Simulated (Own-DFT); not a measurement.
# Computed records: HfO₂ (monoclinic hafnia, atoms displaced)

Computed with Own-DFT development build. A calculation, not a measurement: plane-wave density functional theory by an unreviewed code, no spin, of a simulated periodic cell, stress positive in tension, run twice, with PBE and with PBEsol, both on files made for PBE, so the change isn't that of files made for PBEsol, hafnium file: forces about 75 meV/angstrom off all-electron values; oxygen file: force components 24 meV/angstrom off all-electron in one glass; forces on such cells passed a denser k mesh, this cell's mesh not checked; the far tail of each file's local potential was reset to the Coulomb form; each entry is a single point on an unrelaxed cell, so the pressure reflects the starting lattice, mostly measured values (interpolated for alloys), from which strain is counted, and rises with the displacements; printed positions are rounded, which can move forces by about a meV/angstrom; the program, named Own-DFT, is a retired in-house code; no spin-orbit coupling; stress was not checked against mesh or cutoff.

Common to all runs: functional PBE, then PBEsol; potential files PseudoDojo norm-conserving, scalar-relativistic, standard set; wave cutoff 72 hartree; occupations Fermi-Dirac; smearing width 0.1 eV; k mesh 2 x 2 x 2 centred on Gamma.

```yaml
- entry: 1
  formula: HfO2
  kind: "monoclinic hafnia, atoms displaced"
  structure:
    cell_angstrom: [[10.234, 0.0, 0.0], [0.0, 10.35, 0.0], [-1.6955, 0.0, 10.4453]]
    atoms_fractional:
      - [Hf, 0.13908, 0.01939, 0.10747]
      - [Hf, 0.36075, 0.26541, 0.14496]
      - [Hf, 0.36263, 0.48148, 0.39443]
      - [Hf, 0.14028, 0.22705, 0.35136]
      - [O, 0.03574, 0.16658, 0.17038]
      - [O, 0.46282, 0.41443, 0.07551]
      - [O, 0.46356, 0.33281, 0.32327]
      - [O, 0.03842, 0.08379, 0.42346]
      - [O, 0.22496, 0.37777, 0.24027]
      - [O, 0.27365, 0.1293, 0.01009]
      - [O, 0.27585, 0.12082, 0.2572]
      - [O, 0.22297, 0.36944, 0.49398]
      - [Hf, 0.13769, 0.02293, 0.60385]
      - [Hf, 0.35947, 0.26946, 0.64598]
      - [Hf, 0.36082, 0.47938, 0.89698]
      - [Hf, 0.1351, 0.23011, 0.8522]
      - [O, 0.03441, 0.16512, 0.67193]
      - [O, 0.46448, 0.41491, 0.57701]
      - [O, 0.46567, 0.33678, 0.82712]
      - [O, 0.04067, 0.08235, 0.926]
      - [O, 0.22323, 0.37982, 0.7401]
      - [O, 0.27748, 0.13045, 0.51192]
      - [O, 0.27719, 0.12109, 0.75803]
      - [O, 0.22447, 0.37061, 0.99241]
      - [Hf, 0.14089, 0.52075, 0.10603]
      - [Hf, 0.36104, 0.77147, 0.14482]
      - [Hf, 0.35988, 0.98155, 0.39826]
      - [Hf, 0.13621, 0.73191, 0.35222]
      - [O, 0.03777, 0.66784, 0.17488]
      - [O, 0.46214, 0.91716, 0.07778]
      - [O, 0.46199, 0.83522, 0.32819]
      - [O, 0.03655, 0.5823, 0.42555]
      - [O, 0.22342, 0.87962, 0.23965]
      - [O, 0.27951, 0.63162, 0.01164]
      - [O, 0.27413, 0.62255, 0.26022]
      - [O, 0.22173, 0.87197, 0.48932]
      - [Hf, 0.14175, 0.51988, 0.60758]
      - [Hf, 0.3617, 0.77112, 0.64654]
      - [Hf, 0.36279, 0.9836, 0.8975]
      - [Hf, 0.14223, 0.72736, 0.85513]
      - [O, 0.03499, 0.66618, 0.67347]
      - [O, 0.46201, 0.91522, 0.57423]
      - [O, 0.45982, 0.83712, 0.82625]
      - [O, 0.03636, 0.58447, 0.92323]
      - [O, 0.22451, 0.87896, 0.73969]
      - [O, 0.27655, 0.6311, 0.51208]
      - [O, 0.27218, 0.62315, 0.7608]
      - [O, 0.22383, 0.87311, 0.99182]
      - [Hf, 0.64105, 0.02286, 0.10453]
      - [Hf, 0.85899, 0.26674, 0.14574]
      - [Hf, 0.85925, 0.48263, 0.39316]
      - [Hf, 0.63623, 0.23194, 0.35368]
      - [O, 0.53766, 0.16926, 0.17059]
      - [O, 0.96516, 0.41186, 0.07535]
      - [O, 0.961, 0.33427, 0.32686]
      - [O, 0.53679, 0.081, 0.42382]
      - [O, 0.72498, 0.37711, 0.23885]
      - [O, 0.7744, 0.13084, 0.01215]
      - [O, 0.77551, 0.12079, 0.26301]
      - [O, 0.72436, 0.36903, 0.49171]
      - [Hf, 0.63909, 0.01897, 0.60423]
      - [Hf, 0.85978, 0.2714, 0.64558]
      - [Hf, 0.86042, 0.47942, 0.8922]
      - [Hf, 0.63566, 0.2295, 0.85153]
      - [O, 0.53655, 0.16455, 0.67552]
      - [O, 0.96253, 0.41412, 0.57822]
      - [O, 0.9622, 0.33443, 0.82759]
      - [O, 0.53752, 0.08686, 0.9231]
      - [O, 0.72362, 0.37983, 0.73994]
      - [O, 0.77761, 0.12721, 0.51278]
      - [O, 0.77726, 0.12061, 0.75829]
      - [O, 0.72101, 0.37168, 0.98887]
      - [Hf, 0.63844, 0.52308, 0.10402]
      - [Hf, 0.86209, 0.76961, 0.14813]
      - [Hf, 0.86245, 0.97907, 0.39769]
      - [Hf, 0.63824, 0.73063, 0.35205]
      - [O, 0.53524, 0.66678, 0.17263]
      - [O, 0.96322, 0.91678, 0.07581]
      - [O, 0.96021, 0.83302, 0.32878]
      - [O, 0.54006, 0.58489, 0.42408]
      - [O, 0.72732, 0.87711, 0.2406]
      - [O, 0.77663, 0.63212, 0.01108]
      - [O, 0.77202, 0.62261, 0.25986]
      - [O, 0.72715, 0.87426, 0.48672]
      - [Hf, 0.64217, 0.51728, 0.60793]
      - [Hf, 0.86523, 0.77207, 0.6461]
      - [Hf, 0.86139, 0.97604, 0.8975]
      - [Hf, 0.64063, 0.73282, 0.85441]
      - [O, 0.53287, 0.66121, 0.6724]
      - [O, 0.96462, 0.91509, 0.57671]
      - [O, 0.96561, 0.83533, 0.82538]
      - [O, 0.53573, 0.58332, 0.92406]
      - [O, 0.72535, 0.88223, 0.73615]
      - [O, 0.77613, 0.63045, 0.50809]
      - [O, 0.77415, 0.6231, 0.75912]
      - [O, 0.72176, 0.87156, 0.98832]
  results:
    "PBE_pressure [GPa]": 3.62
    "PBE_stress_xx [GPa]": -3.04
    "PBE_stress_yy [GPa]": -3.63
    "PBE_stress_zz [GPa]": -4.19
    "PBE_stress_yz [GPa]": -0.16
    "PBE_stress_xz [GPa]": 0.12
    "PBE_stress_xy [GPa]": 0.59
    "PBEsol_pressure [GPa]": -2.83
    "PBEsol_stress_xx [GPa]": 3.42
    "PBEsol_stress_yy [GPa]": 2.79
    "PBEsol_stress_zz [GPa]": 2.3
    "PBEsol_stress_yz [GPa]": -0.14
    "PBEsol_stress_xz [GPa]": 0.46
    "PBEsol_stress_xy [GPa]": 0.57
    force_element: [Hf, Hf, Hf, Hf, O, O, O, O, O, O, O, O, Hf, Hf, Hf, Hf, O, O, O, O, O, O, O, O, Hf, Hf, Hf, Hf, O, O, O, O, O, O, O, O, Hf, Hf, Hf, Hf, O, O, O, O, O, O, O, O, Hf, Hf, Hf, Hf, O, O, O, O, O, O, O, O, Hf, Hf, Hf, Hf, O, O, O, O, O, O, O, O, Hf, Hf, Hf, Hf, O, O, O, O, O, O, O, O, Hf, Hf, Hf, Hf, O, O, O, O, O, O, O, O]
    "PBE_force_x [eV/angstrom]": [-0.168, 0.329, 0.333, -1.067, -0.16, 0.309, -0.03, -0.178, -0.103, 0.412, 0.089, 0.204, 0.035, 0.649, 0.581, -0.099, -0.129, 0.194, -0.146, -0.862, 0.04, 0.054, -0.186, -0.182, -0.762, 0.265, 0.595, -0.032, -0.489, 0.797, 0.318, -0.07, -0.211, -0.305, 0.285, -0.034, -0.961, 0.122, -0.323, -0.71, 0.02, 0.417, 1.179, -0.097, -0.323, 0.003, 0.549, -0.029, -0.666, 0.651, 0.761, 0.175, -0.049, 0.162, 0.778, -0.129, -0.467, 0.219, 0.014, -0.228, -0.104, 0.343, 0.216, 0.367, -0.422, 0.477, 0.401, -0.559, 0.04, -0.088, -0.083, 0.305, -0.448, 0.213, -0.187, -0.609, -0.305, -0.134, 0.844, -0.794, -0.415, 0.028, 0.551, -0.505, -0.847, -0.083, 0.857, -1.189, -0.032, 0.552, 0.018, 0.15, -0.268, 0.125, 0.186, 0.053]
    "PBE_force_y [eV/angstrom]": [0.088, 1.064, -0.166, 1.071, -0.019, 0.268, 0.254, -0.082, 0.181, -0.051, -0.074, 0.119, -0.682, 0.524, -0.194, -0.273, 0.299, 0.056, -0.171, -0.072, -0.204, -0.248, 0.256, 0.081, -0.5, 0.411, -0.688, -0.44, -0.047, 0.487, -0.235, 0.24, -0.115, -0.45, -0.238, 0.127, 0.161, 0.102, -0.48, 0.865, -0.155, 0.095, -0.549, -0.136, 0.223, -0.402, -0.461, -0.288, -0.364, 1.184, -0.698, -0.506, -0.308, 0.516, -0.413, 0.483, 0.435, -0.554, -0.106, 0.247, 0.494, -0.428, -0.06, 0.251, 0.097, 0.575, -0.259, -0.549, -0.133, 0.203, -0.009, 0.195, -0.804, 0.269, 0.453, 0.31, 0.172, -0.294, -0.405, -0.577, 0.483, -0.209, -0.245, -0.419, 0.905, -0.313, 0.888, -0.763, 0.513, 0.396, -0.084, 0.544, -0.764, -0.054, -0.07, 0.222]
    "PBE_force_z [eV/angstrom]": [-0.954, -0.379, 0.73, 0.374, 0.412, 0.241, 0.566, -0.272, 0.098, -0.053, 0.529, -0.649, 0.266, 0.086, 0.23, 0.478, 0.245, -0.157, -0.193, -0.565, 0.333, -0.483, 0.34, -0.458, -0.427, 0.428, -0.203, 0.987, -0.374, 0.04, -0.126, -0.434, 0.213, -0.151, 0.122, -0.09, -0.955, -0.213, -0.156, -0.03, 0.043, 0.453, 0.25, 0.082, -0.034, -0.265, 0.181, -0.289, 0.271, 0.088, 0.817, 0.313, -0.026, 0.012, 0.1, -0.384, 0.016, -0.315, -0.239, -0.351, -0.363, -0.342, 1.234, 0.399, -0.46, 0.016, -0.071, 0.217, 0.103, -0.201, 0.677, -0.147, -0.383, -0.35, -0.072, 0.677, -0.083, 0.437, -0.058, -0.294, -0.577, -0.158, -0.193, 0.236, -1.006, -0.38, -0.526, -0.459, 0.441, 0.055, 0.317, -0.262, 0.645, 0.393, 0.316, 0.096]
    "PBEsol_force_x [eV/angstrom]": [-0.15, 0.315, 0.325, -1.038, -0.143, 0.289, -0.032, -0.159, -0.039, 0.343, 0.016, 0.264, 0.041, 0.62, 0.573, -0.099, -0.111, 0.18, -0.149, -0.825, 0.101, -0.011, -0.241, -0.113, -0.734, 0.252, 0.585, -0.027, -0.467, 0.76, 0.3, -0.065, -0.147, -0.361, 0.213, 0.032, -0.927, 0.112, -0.319, -0.682, 0.029, 0.39, 1.135, -0.078, -0.25, -0.058, 0.461, 0.036, -0.639, 0.629, 0.739, 0.176, -0.042, 0.148, 0.743, -0.122, -0.394, 0.143, -0.049, -0.162, -0.085, 0.327, 0.208, 0.348, -0.398, 0.449, 0.381, -0.535, 0.104, -0.147, -0.148, 0.358, -0.436, 0.198, -0.2, -0.584, -0.283, -0.141, 0.816, -0.767, -0.336, -0.044, 0.473, -0.423, -0.823, -0.072, 0.84, -1.147, -0.02, 0.523, -0.005, 0.156, -0.198, 0.063, 0.115, 0.119]
    "PBEsol_force_y [eV/angstrom]": [0.136, 1.088, -0.208, 0.998, -0.01, 0.278, 0.226, -0.094, 0.17, -0.058, -0.059, 0.119, -0.618, 0.556, -0.241, -0.317, 0.305, 0.073, -0.184, -0.079, -0.2, -0.249, 0.258, 0.087, -0.45, 0.452, -0.728, -0.475, -0.023, 0.484, -0.241, 0.222, -0.116, -0.441, -0.231, 0.133, 0.202, 0.147, -0.522, 0.793, -0.132, 0.112, -0.544, -0.145, 0.208, -0.399, -0.443, -0.276, -0.297, 1.205, -0.729, -0.534, -0.287, 0.517, -0.414, 0.455, 0.414, -0.546, -0.095, 0.248, 0.533, -0.371, -0.116, 0.199, 0.113, 0.568, -0.261, -0.546, -0.125, 0.189, -0.004, 0.194, -0.737, 0.31, 0.383, 0.25, 0.182, -0.271, -0.408, -0.575, 0.46, -0.202, -0.23, -0.395, 0.927, -0.254, 0.81, -0.798, 0.517, 0.4, -0.092, 0.511, -0.747, -0.064, -0.073, 0.221]
    "PBEsol_force_z [eV/angstrom]": [-0.964, -0.347, 0.739, 0.341, 0.456, 0.18, 0.504, -0.208, 0.091, -0.041, 0.511, -0.621, 0.231, 0.102, 0.258, 0.444, 0.287, -0.195, -0.231, -0.498, 0.315, -0.467, 0.325, -0.444, -0.442, 0.436, -0.167, 0.935, -0.307, -0.015, -0.173, -0.378, 0.203, -0.146, 0.114, -0.091, -0.953, -0.186, -0.128, -0.059, 0.093, 0.391, 0.195, 0.123, -0.036, -0.248, 0.177, -0.275, 0.236, 0.11, 0.826, 0.272, 0.025, -0.034, 0.046, -0.319, 0.019, -0.288, -0.245, -0.337, -0.378, -0.317, 1.226, 0.366, -0.394, -0.024, -0.119, 0.259, 0.092, -0.187, 0.651, -0.148, -0.404, -0.313, -0.043, 0.634, -0.033, 0.372, -0.108, -0.247, -0.558, -0.149, -0.187, 0.227, -1.001, -0.344, -0.493, -0.463, 0.473, 0.005, 0.259, -0.198, 0.633, 0.377, 0.313, 0.083]
    "rms_change_of_force_components_from_PBE_to_PBEsol [eV/angstrom]": 0.037
- entry: 2
  formula: HfO2
  kind: "monoclinic hafnia, atoms displaced"
  structure:
    cell_angstrom: [[10.234, 0.0, 0.0], [0.0, 10.35, 0.0], [-1.6955, 0.0, 10.4453]]
    atoms_fractional:
      - [Hf, 0.13598, 0.02228, 0.10394]
      - [Hf, 0.35769, 0.26996, 0.14553]
      - [Hf, 0.36047, 0.47772, 0.39494]
      - [Hf, 0.13415, 0.22782, 0.35479]
      - [O, 0.03757, 0.16265, 0.17202]
      - [O, 0.46396, 0.41446, 0.07774]
      - [O, 0.46074, 0.33167, 0.32343]
      - [O, 0.04106, 0.08412, 0.42365]
      - [O, 0.22436, 0.38261, 0.23668]
      - [O, 0.2742, 0.1287, 0.00854]
      - [O, 0.27401, 0.11833, 0.26205]
      - [O, 0.22769, 0.36972, 0.48827]
      - [Hf, 0.13881, 0.01986, 0.60252]
      - [Hf, 0.36301, 0.2702, 0.6425]
      - [Hf, 0.35967, 0.47859, 0.89403]
      - [Hf, 0.13725, 0.23243, 0.85216]
      - [O, 0.03702, 0.16372, 0.67182]
      - [O, 0.46179, 0.41928, 0.57591]
      - [O, 0.4603, 0.3337, 0.82564]
      - [O, 0.03887, 0.08022, 0.92158]
      - [O, 0.22584, 0.37771, 0.74164]
      - [O, 0.27543, 0.13245, 0.50758]
      - [O, 0.27469, 0.11986, 0.75928]
      - [O, 0.22465, 0.37138, 0.99034]
      - [Hf, 0.1362, 0.5191, 0.0997]
      - [Hf, 0.36209, 0.77023, 0.14719]
      - [Hf, 0.36011, 0.97867, 0.39415]
      - [Hf, 0.13832, 0.73149, 0.35193]
      - [O, 0.03496, 0.66913, 0.1745]
      - [O, 0.46198, 0.91946, 0.07512]
      - [O, 0.46499, 0.83529, 0.32412]
      - [O, 0.03357, 0.58297, 0.42279]
      - [O, 0.22267, 0.87913, 0.24163]
      - [O, 0.27463, 0.63064, 0.00956]
      - [O, 0.27732, 0.62282, 0.2604]
      - [O, 0.22727, 0.87106, 0.4892]
      - [Hf, 0.13883, 0.52276, 0.60291]
      - [Hf, 0.36381, 0.76916, 0.64596]
      - [Hf, 0.36108, 0.97692, 0.89733]
      - [Hf, 0.13708, 0.73, 0.85476]
      - [O, 0.03908, 0.66667, 0.67423]
      - [O, 0.46228, 0.91689, 0.57766]
      - [O, 0.46156, 0.83211, 0.82478]
      - [O, 0.03524, 0.58468, 0.92364]
      - [O, 0.22366, 0.88046, 0.73716]
      - [O, 0.27363, 0.62668, 0.50568]
      - [O, 0.27808, 0.61966, 0.75774]
      - [O, 0.22302, 0.87414, 0.99296]
      - [Hf, 0.63602, 0.02143, 0.10432]
      - [Hf, 0.85757, 0.26977, 0.14355]
      - [Hf, 0.86311, 0.47877, 0.39502]
      - [Hf, 0.64051, 0.22868, 0.35127]
      - [O, 0.53754, 0.16775, 0.17319]
      - [O, 0.96482, 0.41382, 0.07809]
      - [O, 0.96324, 0.33501, 0.32351]
      - [O, 0.53448, 0.08281, 0.42169]
      - [O, 0.7243, 0.37876, 0.23922]
      - [O, 0.77359, 0.12603, 0.00783]
      - [O, 0.77484, 0.12209, 0.26068]
      - [O, 0.72418, 0.37346, 0.49118]
      - [Hf, 0.6371, 0.01623, 0.60342]
      - [Hf, 0.86332, 0.2682, 0.64424]
      - [Hf, 0.86471, 0.4787, 0.89558]
      - [Hf, 0.63855, 0.22962, 0.85545]
      - [O, 0.53899, 0.16792, 0.67393]
      - [O, 0.96, 0.41704, 0.57644]
      - [O, 0.96365, 0.33266, 0.82621]
      - [O, 0.53902, 0.08192, 0.92393]
      - [O, 0.72367, 0.38177, 0.74251]
      - [O, 0.77803, 0.13192, 0.51296]
      - [O, 0.77437, 0.12335, 0.75873]
      - [O, 0.71753, 0.37108, 0.98937]
      - [Hf, 0.63722, 0.52369, 0.10582]
      - [Hf, 0.86159, 0.77004, 0.14756]
      - [Hf, 0.86276, 0.98163, 0.3959]
      - [Hf, 0.63847, 0.72687, 0.35376]
      - [O, 0.53628, 0.66708, 0.17515]
      - [O, 0.963, 0.91316, 0.07857]
      - [O, 0.95918, 0.83378, 0.32625]
      - [O, 0.53751, 0.5853, 0.42131]
      - [O, 0.7219, 0.87788, 0.2386]
      - [O, 0.77789, 0.63129, 0.00733]
      - [O, 0.77803, 0.61877, 0.25994]
      - [O, 0.72521, 0.87405, 0.48819]
      - [Hf, 0.63791, 0.52146, 0.60469]
      - [Hf, 0.86252, 0.76885, 0.64806]
      - [Hf, 0.86454, 0.98005, 0.89739]
      - [Hf, 0.64105, 0.73271, 0.85451]
      - [O, 0.53628, 0.66565, 0.67233]
      - [O, 0.95858, 0.9153, 0.57458]
      - [O, 0.96274, 0.83155, 0.82733]
      - [O, 0.53618, 0.58625, 0.92195]
      - [O, 0.72117, 0.87506, 0.7366]
      - [O, 0.77501, 0.63122, 0.51265]
      - [O, 0.77698, 0.62264, 0.75861]
      - [O, 0.72599, 0.87024, 0.99559]
  results:
    "PBE_pressure [GPa]": 3.93
    "PBE_stress_xx [GPa]": -3.71
    "PBE_stress_yy [GPa]": -3.88
    "PBE_stress_zz [GPa]": -4.2
    "PBE_stress_yz [GPa]": -0.18
    "PBE_stress_xz [GPa]": -0.08
    "PBE_stress_xy [GPa]": -0.07
    "PBEsol_pressure [GPa]": -2.52
    "PBEsol_stress_xx [GPa]": 2.75
    "PBEsol_stress_yy [GPa]": 2.53
    "PBEsol_stress_zz [GPa]": 2.29
    "PBEsol_stress_yz [GPa]": -0.19
    "PBEsol_stress_xz [GPa]": 0.27
    "PBEsol_stress_xy [GPa]": -0.07
    force_element: [Hf, Hf, Hf, Hf, O, O, O, O, O, O, O, O, Hf, Hf, Hf, Hf, O, O, O, O, O, O, O, O, Hf, Hf, Hf, Hf, O, O, O, O, O, O, O, O, Hf, Hf, Hf, Hf, O, O, O, O, O, O, O, O, Hf, Hf, Hf, Hf, O, O, O, O, O, O, O, O, Hf, Hf, Hf, Hf, O, O, O, O, O, O, O, O, Hf, Hf, Hf, Hf, O, O, O, O, O, O, O, O, Hf, Hf, Hf, Hf, O, O, O, O, O, O, O, O]
    "PBE_force_x [eV/angstrom]": [0.569, 0.736, 0.494, 1.013, -1.276, 0.193, 0.524, -1.175, -0.379, 0.103, 0.095, -0.754, 0.211, 0.252, 1.009, 0.613, -0.456, 0.388, 0.622, -0.626, -0.595, 0.051, 0.16, -0.402, 0.236, -0.169, 0.485, -0.269, 0.419, 0.118, 0.091, 0.236, -0.012, 0.029, -0.111, -0.515, -0.141, -0.166, 0.09, 0.562, -0.331, 0.37, 0.405, -0.163, -0.234, 0.035, -0.277, -0.011, 0.041, 0.269, -0.423, -1.123, -0.443, -0.119, 0.235, 0.286, -0.085, 0.615, 0.519, -0.196, -0.081, -0.724, -1.224, -0.49, -0.489, 1.037, 0.312, -0.712, 0.206, -0.085, 0.413, 0.796, -0.174, -0.388, -0.465, 0.258, -0.217, 0.654, 0.777, -0.677, -0.049, -0.097, -0.264, -0.385, 0.214, -0.182, -0.366, -0.386, -0.258, 1.198, 0.226, -0.307, 0.139, 0.239, 0.11, -0.185]
    "PBE_force_y [eV/angstrom]": [-0.851, 0.117, 0.254, 0.631, 1.047, 0.368, -0.01, -0.623, -0.394, 0.267, 0.468, 0.113, -0.138, -0.155, 0.122, -0.836, 0.433, -0.021, -0.244, 0.12, 0.259, -0.535, 0.104, 0.074, 0.654, 0.252, 0.186, -0.374, -0.681, -0.429, -0.057, 0.273, -0.089, -0.085, 0.012, -0.124, -0.525, -0.039, 0.712, 0.337, 0.087, 0.105, 0.029, -0.167, -0.529, 0.375, 0.131, -0.64, -0.49, 0.054, 0.094, 0.37, 0.066, 0.046, -0.396, 0.142, -0.062, 0.472, -0.026, -0.334, 0.84, 0.46, 0.192, 0.084, -0.043, 0.226, -0.054, -0.149, -0.159, -0.476, -0.638, 0.094, -0.54, 0.1, -0.681, 0.895, -0.019, 0.764, -0.003, -0.584, 0.276, -0.482, 0.139, -0.191, -0.288, 0.049, -0.013, -0.609, 0.291, 0.546, 0.089, -0.203, 0.428, -0.125, -0.25, 0.11]
    "PBE_force_z [eV/angstrom]": [0.021, 0.052, -0.377, -0.401, 0.125, -0.1, 0.539, -0.209, 0.133, 0.264, -0.36, -0.046, 0.509, 0.6, 0.355, 0.025, -0.052, 0.144, 0.212, -0.21, -0.596, 0.338, 0.006, -0.287, 1.197, -0.03, 0.158, 0.165, -0.385, 0.434, 0.279, 0.003, -0.267, -0.126, -0.199, -0.032, -0.143, -0.194, -0.542, -0.077, -0.072, 0.047, 0.402, -0.352, 0.367, 0.476, 0.186, -0.583, 0.034, 0.025, 0.339, 0.824, -0.23, -0.359, 0.117, 0.019, -0.117, 0.492, -0.106, -0.481, -0.231, 0.214, -0.186, -0.601, -0.412, 0.255, 0.261, -0.361, -0.196, -0.695, 0.508, 0.311, -0.894, -0.262, -0.004, 0.355, -0.417, -0.32, 0.514, 0.08, 0.143, 0.307, 0.021, -0.088, -0.051, -0.795, -0.084, 0.164, 0.004, 0.366, 0.283, 0.211, 0.47, -0.304, 0.477, -0.996]
    "PBEsol_force_x [eV/angstrom]": [0.56, 0.717, 0.467, 0.997, -1.226, 0.177, 0.495, -1.132, -0.297, 0.033, 0.028, -0.66, 0.218, 0.239, 0.978, 0.611, -0.437, 0.365, 0.593, -0.612, -0.515, -0.019, 0.085, -0.331, 0.239, -0.173, 0.465, -0.247, 0.411, 0.108, 0.071, 0.234, 0.052, -0.042, -0.168, -0.435, -0.131, -0.161, 0.082, 0.543, -0.313, 0.359, 0.384, -0.151, -0.163, -0.034, -0.33, 0.057, 0.044, 0.246, -0.411, -1.09, -0.414, -0.122, 0.215, 0.287, -0.018, 0.533, 0.437, -0.119, -0.075, -0.715, -1.199, -0.467, -0.473, 0.997, 0.301, -0.681, 0.265, -0.135, 0.339, 0.838, -0.168, -0.382, -0.466, 0.249, -0.199, 0.626, 0.748, -0.643, 0.018, -0.161, -0.324, -0.313, 0.222, -0.194, -0.351, -0.364, -0.245, 1.155, 0.218, -0.286, 0.191, 0.165, 0.045, -0.114]
    "PBEsol_force_y [eV/angstrom]": [-0.786, 0.18, 0.198, 0.551, 1.028, 0.371, -0.022, -0.612, -0.386, 0.255, 0.456, 0.114, -0.079, -0.1, 0.064, -0.861, 0.437, -0.012, -0.245, 0.099, 0.246, -0.524, 0.105, 0.081, 0.674, 0.291, 0.137, -0.41, -0.639, -0.4, -0.076, 0.244, -0.097, -0.089, 0.024, -0.111, -0.453, 0.014, 0.649, 0.279, 0.096, 0.113, 0.014, -0.181, -0.517, 0.354, 0.127, -0.615, -0.432, 0.107, 0.044, 0.312, 0.073, 0.061, -0.402, 0.118, -0.074, 0.458, -0.009, -0.319, 0.859, 0.49, 0.146, 0.031, -0.026, 0.231, -0.065, -0.156, -0.157, -0.466, -0.611, 0.084, -0.49, 0.154, -0.73, 0.827, -0.005, 0.761, -0.012, -0.576, 0.264, -0.468, 0.141, -0.174, -0.23, 0.089, -0.054, -0.646, 0.299, 0.55, 0.068, -0.21, 0.4, -0.124, -0.229, 0.107]
    "PBEsol_force_z [eV/angstrom]": [-0.006, 0.076, -0.342, -0.41, 0.172, -0.142, 0.468, -0.154, 0.12, 0.262, -0.346, -0.048, 0.48, 0.611, 0.361, -0.005, -0.006, 0.086, 0.158, -0.144, -0.569, 0.33, 0.003, -0.279, 1.14, 0.007, 0.173, 0.126, -0.321, 0.367, 0.219, 0.056, -0.253, -0.125, -0.19, -0.036, -0.166, -0.153, -0.498, -0.103, -0.017, -0.001, 0.336, -0.295, 0.356, 0.464, 0.179, -0.572, -0.001, 0.056, 0.357, 0.768, -0.168, -0.402, 0.067, 0.065, -0.118, 0.48, -0.103, -0.47, -0.253, 0.226, -0.161, -0.611, -0.35, 0.193, 0.208, -0.291, -0.189, -0.674, 0.496, 0.302, -0.898, -0.236, 0.028, 0.317, -0.351, -0.364, 0.446, 0.125, 0.134, 0.301, 0.021, -0.079, -0.074, -0.753, -0.041, 0.135, 0.049, 0.303, 0.228, 0.255, 0.452, -0.29, 0.462, -0.969]
    "rms_change_of_force_components_from_PBE_to_PBEsol [eV/angstrom]": 0.038
```
